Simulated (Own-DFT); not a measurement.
# Strain and stress in wurtzite GaN, 72 atoms (Ga36N36)

Calculated, not measured: single-point runs of Own-DFT, a retired in-house plane-wave DFT program that no person has reviewed, on unrelaxed cells, without spin or spin-orbit coupling.

Settings: PBE; PseudoDojo norm-conserving scalar-relativistic files; cutoff 42 hartree; 4 x 4 x 3 k mesh centred on Gamma; Fermi-Dirac smearing of 0.1 eV.

Keep in mind: forces not confirmed at this smearing and k mesh; stress not checked against mesh or cutoff.

Unstrained cell vectors in Å: (9.567, 0.000, 0.000); (-4.783, 8.285, 0.000); (0.000, 0.000, 10.370). The unstrained cell has measured lattice constants (interpolated for alloys), not those of this functional. That, the random moves and any unrelaxed bonds set the pressure at no strain. The cell is deformed uniformly in each run, and the atoms keep their fractional places. All atoms carry random offsets, Gaussian with a width of 0.05 Å per axis. Strain is the symmetric tensor, in per cent. Stress is positive in tension, and the pressure is minus a third of its trace.

| run | e_xx (%) | e_yy (%) | e_zz (%) | e_yz (%) | e_xz (%) | e_xy (%) | s_xx (GPa) | s_yy (GPa) | s_zz (GPa) | s_yz (GPa) | s_xz (GPa) | s_xy (GPa) | P (GPa) | E (meV/atom) |
|---|---|---|---|---|---|---|---|---|---|---|---|---|---|---|
| 1 | -1.38 | -0.61 | 0.22 | 0.46 | -1.94 | 0.99 | -13.87 | -12.26 | -8.26 | 1.41 | -4.10 | 3.00 | 11.46 | 35.0 |
| 2 | -0.33 | 0.45 | -1.63 | 0.49 | -1.78 | -0.37 | -9.68 | -8.22 | -15.63 | 0.43 | -4.11 | -0.65 | 11.18 | 32.4 |
| 3 | 1.07 | 0.12 | 0.26 | -0.88 | -0.22 | 1.29 | -0.88 | -7.43 | -6.52 | -2.45 | 0.02 | 3.42 | 4.94 | 14.2 |
| 4 | 1.94 | -0.90 | 0.76 | 0.86 | -1.81 | 1.92 | 0.05 | -10.78 | -3.40 | 2.05 | -3.63 | 5.51 | 4.71 | 22.9 |
| 5 | 1.73 | 1.76 | -0.08 | 1.20 | -0.68 | 1.85 | 1.38 | 1.02 | -5.43 | 2.30 | -1.14 | 4.91 | 1.01 | 0.0 |
| 6 | 0.18 | -0.03 | -0.85 | -0.50 | -0.50 | 1.87 | -7.45 | -6.82 | -11.82 | -1.48 | 0.19 | 4.87 | 8.70 | 11.3 |
| 7 | -1.47 | 0.40 | 0.96 | -0.29 | 1.82 | -0.84 | -13.12 | -5.75 | -4.51 | -0.69 | 3.68 | -2.12 | 7.79 | 16.3 |
| 8 | -1.42 | 1.32 | 1.44 | -0.22 | 0.23 | 1.11 | -10.41 | -3.39 | -2.89 | 0.01 | 0.82 | 3.92 | 5.56 | 22.5 |
| 9 | 0.26 | 1.89 | 0.19 | -1.63 | 0.64 | 0.78 | -4.88 | -0.91 | -5.18 | -3.53 | 0.78 | 1.27 | 3.66 | 19.0 |
| 10 | -1.16 | -0.73 | -0.93 | 1.45 | -1.81 | 1.44 | -16.41 | -14.12 | -13.69 | 3.82 | -4.23 | 4.29 | 14.74 | 70.0 |
| 11 | -1.54 | -0.26 | 1.82 | 1.99 | -0.19 | 1.97 | -11.50 | -9.29 | -3.11 | 4.68 | -0.90 | 6.87 | 7.97 | 27.8 |
| 12 | 0.89 | -0.52 | -1.26 | 0.52 | 0.01 | -1.08 | -3.76 | -10.00 | -14.18 | 0.89 | 1.31 | -2.25 | 9.31 | 17.1 |
| 13 | -1.80 | -1.21 | -1.40 | -1.00 | -1.09 | -1.36 | -17.59 | -16.63 | -17.91 | -1.56 | -3.61 | -3.01 | 17.38 | 52.7 |
| 14 | -1.06 | 1.20 | -1.94 | 0.20 | -0.19 | -0.42 | -13.59 | -3.81 | -18.70 | 0.77 | -0.84 | -1.84 | 12.03 | 49.9 |
| 15 | -1.59 | -0.31 | 0.31 | 1.51 | -2.00 | 0.35 | -14.67 | -10.77 | -7.65 | 2.74 | -4.38 | 1.05 | 11.03 | 28.2 |
| 16 | -0.80 | -1.26 | 0.20 | -0.09 | -0.30 | -1.59 | -12.36 | -15.16 | -8.12 | 0.68 | -0.34 | -7.01 | 11.88 | 31.5 |
| 17 | -0.33 | 1.27 | 1.68 | -1.45 | -0.79 | 1.78 | ? | ? | ? | ? | ? | ? | ? | ? |

The last column gives the free energy per atom over the lowest of the runs shown.

## Analysis

Each stress component was fitted by least squares to a constant and the strains of the runs shown, as fractions, with shears doubled. Shear strains stay in the fit of a normal stress only where such slopes are resolved. The slopes, in GPa:

```
stress,at no strain,per e_xx,per e_yy,per e_zz,scatter
s_xx,-7.4,448 ± 22,92 ± 28,112 ± 25,1.06
s_yy,-8.4,76 ± 22,454 ± 27,49 ± 24,1.03
s_zz,-8.3,104 ± 18,58 ± 22,464 ± 20,0.85
```

The slope of each shear stress on twice its own strain, from a fit on all six strains: yz 106 ± 8, xz 120 ± 13, xy 154 ± 17 GPa. These are stiffnesses along x, y and z of the frame in which the cell vectors are given, with the crystal's c axis along z: C11, C12, C13 and C33. Hexagonal symmetry asks that xx and yy behave alike, which is a second check on the noise. These are clamped-ion slopes: internal relaxation, where symmetry allows it, would soften some. Symmetry asks for nearly equal slopes across the diagonal; the mismatch is a measure of noise. A ninth of the table's sum, 206 ± 5 GPa, estimates the bulk modulus near the mean pressure of these runs, 9.0 GPa, so it lies above the value at zero pressure.

## Test on the hidden row

Asked: what normal stresses and pressure should run 17 give?

Estimate: s_xx = -5.9, s_yy = -2.1, s_zz = -0.1 and P = 2.7 GPa. The run itself gave -7.69, -1.10, 0.54 and P = 2.75 GPa.
